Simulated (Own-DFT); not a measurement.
## Calculated data, Hf36O71 (tetragonal hafnia with one neutral oxygen vacancy, atoms displaced)

All values are calculated (Own-DFT development build). A calculation, not a measurement: plane-wave PBE and HSE06 DFT by an unreviewed code, no spin, of a simulated cell at Gamma alone, so results move with cell size and shape, stress positive in tension, energies less offsets, not probed for a lower state with spin; hafnium file: forces about 75 meV/angstrom off all-electron values; oxygen file: force components 24 meV/angstrom off all-electron in a glass; k mesh not checked against a denser one; forces and stress are PBE's, HSE06 gives the energy alone, and its difference from PBE has offsets of its own; offsets are fitted by least squares, one for each functional and potential file, so energies compare only between cells with the same atoms and settings and are not formation energies; the far tail of each file's local potential was reset to the Coulomb form; each entry is a single point on an unrelaxed cell, so the pressure reflects the starting lattice, taken from the Materials Project, from which strain is counted, and rises with the displacements; printed positions are rounded, which can move forces by about a meV/angstrom; the program is a retired in-house code; no spin-orbit coupling.

Settings shared by all entries: first functional PBE; second functional HSE06; exact exchange share 0.25; screening 0.11 1/bohr; exchange divergence Gygi-Baldereschi; potential files PseudoDojo norm-conserving, scalar-relativistic, made for PBE, standard set; wave cutoff 48 hartree; occupations fixed; k mesh 1 x 1 x 1 centred on Gamma.

(1) Hf36O71 (tetragonal hafnia with one neutral oxygen vacancy, atoms displaced)

```xyz
107
Lattice="10.7800 0.0000 0.0000 0.0000 10.7800 0.0000 0.0000 0.0000 10.4493" Properties=species:S:1:pos:R:3 Hf36O71
Hf    10.7038    10.7740    10.4241
Hf     1.8566     1.7666     2.5741
O     10.7478     1.7954     1.5529
O      1.7651     0.0038     3.6395
O     10.7435     1.8139     4.2621
O      1.8349    10.7388     0.9758
Hf    10.6835     0.0330     5.2461
Hf     1.8291     1.7427     7.8074
O      0.1510     1.7998     6.8037
O      1.8204     0.0005     8.8147
O     10.7447     1.7807     9.5223
O      1.8656     0.0915     6.2172
Hf     0.0245     3.5833    10.4336
Hf     1.7547     5.3536     2.6262
O     10.7473     5.3807     1.5291
O      1.7010     3.6083     3.6781
O     10.6889     5.3593     4.3047
O      1.8605     3.6505     0.9452
Hf    10.7621     3.6451     5.2781
Hf     1.8619     5.4029     7.6668
O     10.7701     5.4252     6.8331
O      1.8398     3.6778     8.7747
O     10.7604     5.4002     9.4210
O      1.7876     3.6958     6.2743
Hf    10.7788     7.1615    10.4491
Hf     1.7158     8.8717     2.5824
O      0.0577     8.8984     1.5345
O      1.6683     7.1989     3.6352
O      0.0536     9.0018     4.2147
O      1.8266     7.1672     1.0569
Hf     0.0746     7.1822     5.2210
Hf     1.7385     8.9429     7.7957
O     10.7662     9.0489     6.8444
O      1.8375     7.1645     8.8990
O      0.0002     8.9786     9.3613
O      1.8993     7.1440     6.2287
Hf     3.6532    10.7320     0.0265
Hf     5.4373     1.7838     2.7080
O      3.5670     1.7997     1.5085
O      5.4031    10.7379     3.6617
O      3.6853     1.7832     4.2296
O      5.3217    10.7632     1.0405
Hf     3.6156     0.0590     5.2335
Hf     5.3655     1.7254     7.9031
O      3.5848     1.8317     6.8308
O      5.4954    10.7474     8.8646
O      5.3851     0.0022     6.2440
Hf     3.6045     3.6306     0.0365
Hf     5.4677     5.4792     2.6191
O      3.5986     5.3299     1.5848
O      5.3708     3.6543     3.6746
O      3.5464     5.5106     4.1681
O      5.3302     3.6147     0.9308
Hf     3.4797     3.6471     5.1966
Hf     5.3332     5.4239     7.8130
O      3.6342     5.3243     6.8215
O      5.3457     3.5245     8.7970
O      3.6753     5.3530     9.5682
O      5.4292     3.5988     6.0838
Hf     3.5446     7.1360    10.4451
Hf     5.3461     9.0295     2.5867
O      3.5067     8.9304     1.5451
O      5.4891     7.2015     3.6818
O      3.5504     8.9808     4.1539
O      5.3248     7.2308     1.0276
Hf     3.6314     7.1874     5.0908
Hf     5.3906     9.0278     7.8662
O      3.5974     8.9927     6.8104
O      5.4499     7.1944     8.7566
O      3.5926     8.9164     9.4381
O      5.4570     7.1952     6.2817
Hf     7.2020    10.7161     0.0142
Hf     8.9479     1.6806     2.5452
O      7.0918     1.8120     1.6216
O      8.9668    10.7662     3.6294
O      7.1683     1.7200     4.1409
O      8.8477    10.7351     1.0166
Hf     7.2511    10.7329     5.2210
Hf     8.9542     1.8761     7.7776
O      7.1918     1.7319     6.8730
O      8.9905    10.7526     8.9065
O      7.2200     1.7881     9.3630
O      8.9403    10.7176     6.1893
Hf     7.2369     3.6208    10.4071
Hf     8.9604     5.3698     2.6546
O      7.1146     5.3159     1.6107
O      9.0079     3.5930     3.6670
O      7.1598     5.4352     4.2450
O      8.9829     3.6032     1.0197
Hf     7.1654     3.4474     5.2134
Hf     8.9735     5.3967     7.8072
O      7.2286     5.4045     6.7267
O      8.8481     3.5858     8.8815
O      7.1226     5.4714     9.4419
O      9.0117     3.6004     6.1988
Hf     7.1812     7.1962     0.0119
Hf     8.9720     8.8838     2.5731
O      7.1924     9.0234     1.6352
O      8.9225     7.1905     3.6638
O      7.1631     8.9323     4.2493
O      9.0006     7.2093     1.0451
Hf     7.2287     7.1805     5.1522
Hf     8.9331     8.9824     7.8209
O      7.1915     8.9940     6.7682
O      8.8713     7.2552     8.8829
O      7.1038     8.9078     9.4065
O      8.9275     7.1421     6.2101
```

```
PBE energy of cell above offsets : -96.898 eV
HSE06 less PBE above offsets     : 0.084 eV
PBE pressure                     : 2.54 GPa
PBE stress xx                    : -2.79 GPa
PBE stress yy                    : -1.71 GPa
PBE stress zz                    : -3.11 GPa
PBE stress yz                    : 0.31 GPa
PBE stress xz                    : -0.5 GPa
PBE stress xy                    : 0.14 GPa
```

Force:
```tsv
element	x (eV/Å)	y (eV/Å)	z (eV/Å)
Hf	1.537	-0.375	-0.087
Hf	-0.846	-1.208	0.04
O	0.41	-0.385	0.757
O	0.214	0.451	-0.971
O	-0.384	-0.143	-0.212
O	-1.213	0.54	-0.03
Hf	2.87	0.221	-0.969
Hf	1.143	0.255	1.352
O	-3.321	0.053	0.071
O	-0.157	-0.404	0.069
O	-0.081	0.462	-1.316
O	-1.246	-0.539	-0.005
Hf	0.427	0.658	0.223
Hf	0.986	0.365	-1.461
O	0.226	0.089	1.312
O	1.015	-0.429	-0.396
O	0.323	1.54	-1.409
O	-2.464	-0.231	1.393
Hf	0.29	-1.816	-0.887
Hf	-1.224	-0.139	2.737
O	0.125	0.178	-0.311
O	-0.243	-1.104	0.291
O	-0.714	-0.228	-0.008
O	-0.014	0.128	-0.757
Hf	0.752	0.121	-0.634
Hf	1.876	2.529	0.248
O	-2.299	0.55	-0.117
O	-0.129	-1.722	0.48
O	-0.746	-0.341	0.055
O	-1.253	-0.52	0.073
Hf	-1.086	0.44	0.483
Hf	1.965	0.695	1.12
O	-0.258	-0.529	-0.972
O	-0.365	-0.316	-0.816
O	0.075	-0.332	0.814
O	-1.193	0.078	-0.116
Hf	-2.142	0.227	-1.155
Hf	-1.639	0.923	-0.641
O	0.541	-0.159	1.006
O	-0.057	0.358	-0.354
O	-0.738	1.362	-0.691
O	1.82	-0.455	0.633
Hf	-0.393	-1.727	0.276
Hf	-0.337	0.862	-0.354
O	0.542	0.349	-0.03
O	-0.622	0.422	0.87
O	0.497	0.271	0.103
Hf	0.724	-1.75	-1.243
Hf	-1.837	-1.223	0.24
O	-0.481	0.496	1.446
O	0.212	-0.506	-1.391
O	-0.583	-2.331	-0.476
O	2.108	-0.271	0.787
Hf	2.325	-0.45	0.04
Hf	2.566	-0.125	0.109
O	-0.037	-0.092	-1.16
O	0.097	0.708	-0.338
O	0.329	1.259	-2.347
O	-1.336	-0.212	1.15
Hf	0.277	0.841	0.149
Hf	-1.013	-0.819	0.085
O	1.074	0.222	0.923
O	-1.001	0.636	-0.858
O	0.34	-0.138	-0.111
O	1.336	-0.177	0.106
Hf	1.855	2.633	2.427
Hf	-0.598	-1.719	-1.565
O	-0.389	0.121	0.217
O	-0.58	-0.247	1.037
O	0.542	0.954	-0.201
O	-1.49	-0.419	-1.12
Hf	-2.185	0.718	-1.715
Hf	0.477	1.931	0.744
O	1.423	-0.16	-0.782
O	0.197	-0.855	-0.214
O	0.011	0.315	0.337
O	2.779	0.422	1.006
Hf	-2.485	-1.085	-0.184
Hf	0.459	-0.786	1.4
O	0.452	0.505	-1.496
O	-0.203	0.335	-0.745
O	0.141	-0.382	1.202
O	1.023	0.677	1.422
Hf	-1.607	-0.327	0.089
Hf	-0.269	-0.986	0.022
O	2.141	0.511	-0.521
O	-0.578	-0.527	-0.996
O	0.406	-2.091	-1.447
O	-0.109	-0.046	-0.079
Hf	-0.089	2.454	-0.392
Hf	-1.135	1.133	0.027
O	-0.331	-0.816	1.721
O	0.76	0.547	-0.85
O	0.413	-1.397	0.095
O	-0.734	-0.782	1.685
Hf	-0.734	-0.253	-0.491
Hf	0.386	0.51	0.665
O	-0.451	-0.343	-0.414
O	0.796	-0.169	-0.82
O	0.527	1.883	-1.261
O	-0.728	0.009	0.219
Hf	-1.321	-0.605	2.233
Hf	-0.071	-0.294	0.126
O	0.066	0.616	0.751
O	0.742	-1.099	-0.281
O	0.481	1.481	0.714
O	2.441	0.547	0.617
```

(2) Hf36O71 (tetragonal hafnia with one neutral oxygen vacancy, atoms displaced)

```xyz
107
Lattice="10.7800 0.0000 0.0000 0.0000 10.7800 0.0000 0.0000 0.0000 10.4493" Properties=species:S:1:pos:R:3 Hf36O71
Hf    10.7137    10.7309     0.0646
Hf     1.8367     1.7018     2.8014
O     10.6245     1.8745     1.4762
O      1.7754    10.6460     3.6036
O     10.7171     1.8699     4.3359
O      1.7656     0.1011     0.9894
Hf    10.7435     0.0863     5.2383
Hf     1.7944     1.6920     7.9808
O      0.1804     1.9109     6.7997
O      1.7819    10.7667     8.7910
O     10.5917     1.8123     9.3876
O      1.7019    10.7539     6.2049
Hf     0.0221     3.7351    10.3235
Hf     1.7787     5.4909     2.6111
O     10.7154     5.3773     1.6813
O      1.7731     3.5125     3.5892
O      0.0900     5.4483     4.1759
O      1.8583     3.5948     1.1900
Hf     0.0136     3.4804     5.3096
Hf     1.7874     5.4223     7.8420
O      0.0494     5.3357     6.8313
O      1.8518     3.6956     8.9915
O     10.7430     5.4322     9.3930
O      1.8388     3.4680     6.2931
Hf     0.0233     7.1958     0.0820
Hf     1.7316     9.0923     2.5994
O      0.0368     9.0364     1.5729
O      1.7948     7.2108     3.6304
O     10.6596     8.9903     4.1356
O      1.8443     7.3092     1.0244
Hf    10.7140     7.1163     5.1531
Hf     1.7912     9.0931     7.9085
O     10.7230     9.0095     6.7123
O      1.8133     7.3064     8.9361
O      0.0514     8.9305     9.4143
O      1.9558     7.2508     6.3380
Hf     3.5079     0.0546    10.4061
Hf     5.3206     1.8795     2.6474
O      3.4616     1.7446     1.7631
O      5.4542    10.7552     3.6493
O      3.7909     1.7569     4.1746
O      5.4603     0.0316     1.0438
Hf     3.5719    10.7293     5.2165
Hf     5.4340     1.8785     7.7938
O      3.5572     1.7815     6.8105
O      5.4467    10.6982     8.7805
O      3.6747     1.8068     9.3245
O      5.2903    10.7352     6.2186
Hf     3.5825     3.5310     0.0719
Hf     5.2521     5.3087     2.6946
O      3.6218     5.4613     1.6059
O      5.5333     3.5454     3.5465
O      3.5868     5.3299     4.0891
O      5.4308     3.5278     1.1497
Hf     3.5095     3.5913     5.1971
Hf     5.3786     5.3952     7.8658
O      3.6262     5.3964     6.8489
O      3.4820     5.3194     9.4405
O      5.4387     3.5215     6.2615
Hf     3.5849     7.0866    10.4381
Hf     5.4973     9.1432     2.6772
O      3.6719     8.9296     1.5486
O      5.4806     7.0541     3.5888
O      3.6981     9.0055     4.3060
O      5.2399     7.1865     1.0666
Hf     3.6519     7.2617     5.3175
Hf     5.4009     8.9868     7.8626
O      3.7115     8.9531     6.8356
O      5.3742     7.2367     8.8323
O      3.6524     9.0672     9.3356
O      5.4635     7.1583     6.2788
Hf     7.1014     0.0775    10.4481
Hf     8.9892     1.7265     2.6477
O      7.3027     1.7245     1.6980
O      8.9339     0.0018     3.7751
O      7.3629     1.7731     4.2131
O      9.1256     0.0467     1.0504
Hf     7.1407    10.7507     5.3434
Hf     8.9008     1.7191     7.8117
O      7.1469     1.9135     6.8013
O      9.0530     0.0605     8.7880
O      7.1877     1.9910     9.2459
O      8.9905     0.0195     6.3565
Hf     7.2453     3.5847     0.0598
Hf     8.8868     5.4113     2.5352
O      7.1917     5.4211     1.5782
O      8.9765     3.5934     3.6006
O      7.1948     5.4724     4.2616
O      9.0398     3.5582     0.9950
Hf     7.1849     3.4386     5.1699
Hf     9.0464     5.4014     7.7994
O      7.1692     5.3527     6.7576
O      9.0242     3.6025     8.7179
O      7.1363     5.4542     9.5281
O      9.0388     3.5443     6.1539
Hf     7.1424     7.2343     0.0112
Hf     9.0624     8.8530     2.5697
O      7.1336     9.0028     1.4915
O      9.1706     7.2848     3.7009
O      7.1497     8.9934     4.2596
O      9.1108     7.2391     1.0637
Hf     7.3098     7.1744     5.1288
Hf     8.9066     9.0624     7.8700
O      7.2995     8.9507     6.8601
O      8.9534     7.0854     8.9614
O      7.0819     9.0380     9.4046
O      9.2542     7.0501     6.1945
```

```
PBE energy of cell above offsets : -88.798 eV
HSE06 less PBE above offsets     : 0.495 eV
PBE pressure                     : 4.66 GPa
PBE stress xx                    : -3.3 GPa
PBE stress yy                    : -6.1 GPa
PBE stress zz                    : -4.57 GPa
PBE stress yz                    : -1.43 GPa
PBE stress xz                    : 0.29 GPa
PBE stress xy                    : 0.1 GPa
```

Force:
```tsv
element	x (eV/Å)	y (eV/Å)	z (eV/Å)
Hf	0.911	1.922	-1.577
Hf	-2.691	2.471	-2.788
O	2.862	-0.9	1.85
O	0.258	3.542	2.702
O	0.552	-2.964	-2.681
O	0.176	-0.543	0.088
Hf	-1.51	-2.923	0.564
Hf	0.144	4.599	-2.779
O	-2.315	-1.243	0.669
O	0.291	0.731	3.055
O	1.783	-0.137	0.218
O	2.051	-0.134	0.277
Hf	0.208	-3.499	2.159
Hf	-0.369	-1.219	0.6
O	1.149	0.508	-1.735
O	0.731	0.527	1.811
O	0.168	-2.249	0.139
O	-0.504	0.35	-2.057
Hf	0.697	3.832	0.053
Hf	0.987	1.103	0.057
O	0.69	-0.365	0
O	-1.021	-2.142	-0.42
O	0.573	1.298	-0.013
O	0.804	1.651	-0.478
Hf	1.398	0.067	-1.98
Hf	2.058	-5.28	-1.558
O	-0.405	-0.081	-0.645
O	0.635	1.442	-0.256
O	1.14	1.132	-0.146
O	-1.188	-1.234	0.456
Hf	5.92	2.063	-1.057
Hf	-0.297	-4.7	-2.931
O	0.166	0.391	1.705
O	0.114	-1.619	-0.643
O	-0.626	1.025	0.394
O	-1.67	-0.536	-0.345
Hf	1.661	-2.405	0.688
Hf	1.137	-2.495	-1.17
O	2.579	-0.044	-2.211
O	0.162	2.681	0.902
O	-1.327	0.284	0.666
O	-1.849	0.848	-0.408
Hf	-0.044	0.526	1.652
Hf	-2.079	0.672	0.37
O	0.186	-0.492	0.316
O	0.668	3.61	1.218
O	-0.239	-0.182	1.775
O	2.042	0.341	0.122
Hf	-0.782	1.358	-0.332
Hf	1.576	2.689	-1.159
O	-1.362	-0.702	-1.1
O	0.238	0.546	2.627
O	-0.018	-0.177	1.325
O	-0.69	-0.635	-1.556
Hf	0.186	-0.122	1.564
Hf	1.374	-0.134	-0.599
O	-0.335	-0.586	-0.532
O	1.366	0.193	0.356
O	-1.68	0.063	-0.46
Hf	0.388	1.857	0.145
Hf	-1.75	-4.152	-1.713
O	-1.06	2.092	1.235
O	-0.085	2.396	0.742
O	-0.056	-0.423	-1.289
O	2.846	-0.429	-1.293
Hf	0.39	-0.798	-0.101
Hf	-0.037	-1.077	-0.681
O	-2.144	0.483	-0.484
O	-0.105	-1.432	0.993
O	-0.79	0.357	1.157
O	0.285	0.368	-0.758
Hf	0.918	-0.554	-0.265
Hf	1.443	0.755	0.499
O	-2.528	0.09	-2.083
O	0.528	-0.876	-1.073
O	-1.538	-1.487	0.633
O	-3.811	-1.194	0.347
Hf	0.886	0.116	-1.692
Hf	2.373	2.963	-0.322
O	0.636	-1.41	-1.14
O	-0.883	-1.944	2.048
O	-0.585	-2.161	1.609
O	-0.715	0.925	-0.39
Hf	0.005	1.668	-0.26
Hf	1.01	-1.757	2.104
O	-0.764	0.152	-0.032
O	-0.339	0.863	-0.601
O	1.038	-2.136	-1.263
O	-1.18	1.429	-0.856
Hf	1.278	3.105	0.841
Hf	-1.385	-0.026	-0.519
O	0.789	0.327	1.555
O	-0.003	0.676	0.827
O	-0.603	-1.717	-0.469
O	-1.411	-0.233	0.597
Hf	-1.035	-0.178	0.245
Hf	-0.36	3.029	0.728
O	1.69	-0.096	0.744
O	-2.355	-2.4	-0.886
O	0.02	0.032	-0.675
O	-2.584	0.395	0.959
Hf	-1.509	-0.714	2.229
Hf	3.395	-1.537	0.471
O	-1.589	0.242	-1.421
O	-0.421	1.885	-0.775
O	1.608	-0.037	0.647
O	-6.546	-0.154	2.926
```
